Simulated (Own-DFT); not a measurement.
# One host, several defects: D0_22 TiAl3

No measurement is shown. These are fixed-geometry runs of a retired plane-wave code named Own-DFT, which no person has reviewed; spin and spin-orbit coupling are neglected.

Method: PBE; PseudoDojo norm-conserving scalar-relativistic files; cutoff 42 hartree; 4 x 4 x 4 k mesh centred on Gamma; cold (Marzari-Vanderbilt) smearing of 0.2 eV.

Known weak points: forces on such cells failed a check on a denser k mesh; stress not checked against mesh or cutoff.

All runs share one cell, with vectors in Å (-2.365, -6.981, 4.326); (-7.667, 3.491, 1.442); (-2.950, -3.488, -7.241) and a volume of 625.4 Å³. u is the rms random offset of the atoms per axis. The defect's site can differ from row to row.

| cell | formula | u (Å) | P (GPa) |
|---|---|---|---|
| no defect | Al30Ti10 | 0.0206 | 1.99 |
| no defect | Al30Ti10 | 0.0432 | 2.48 |
| no defect | Al30Ti10 | 0.0500 | 2.59 |
| two Al on a Ti site each | Al32Ti8 | 0.0288 | 2.87 |
| two Al on a Ti site each | Al32Ti8 | 0.0336 | 2.99 |
| two Al on a Ti site each | Al32Ti8 | 0.0418 | 3.15 |
| two Al vacancies | Al28Ti10 | 0.0313 | 1.18 |
| two Al vacancies | Al28Ti10 | 0.0520 | 1.78 |
| two Al vacancies | Al28Ti10 | 0.0522 | 1.48 |
| two Ti on an Al site each | Al28Ti12 | 0.0309 | 3.11 |
| two Ti on an Al site each | Al28Ti12 | 0.0315 | 3.31 |
| two Ti on an Al site each | Al28Ti12 | 0.0480 | 3.73 |
| two Ti on an Al site each | Al28Ti12 | 0.0541 | ? |

## What the rows give

P = P0 + c u² + a shift for each defect gives P0 = 1.87 GPa, c = 303 ± 44 GPa/Å² and a scatter of 0.11 GPa. The shifts, and each times the cell's volume:

- two Ti on an Al site each: 1.09 ± 0.09 GPa, 4.2 eV (2.1 eV for each of its 2 sites)
- two Al on a Ti site each: 0.76 ± 0.09 GPa, 3.0 eV (1.5 eV for each of its 2 sites)
- two Al vacancies: -1.03 ± 0.09 GPa, -4.0 eV (-2.0 eV for each of its 2 sites)

Positive is outwards. The product with the volume (160.2 GPa Å³ to the eV) is nearly free of the cell's size; divided by the bulk modulus at the cell's pressure it gives the volume that the defect adds. The atoms around the defects weren't relaxed, which would change these numbers.

## Test on the hidden row

The question: what pressure belongs in the blank (two Ti on an Al site each, u = 0.0541 Å)?

The fit gives 3.84 ± 0.14 GPa. DFT gave 3.76 GPa.
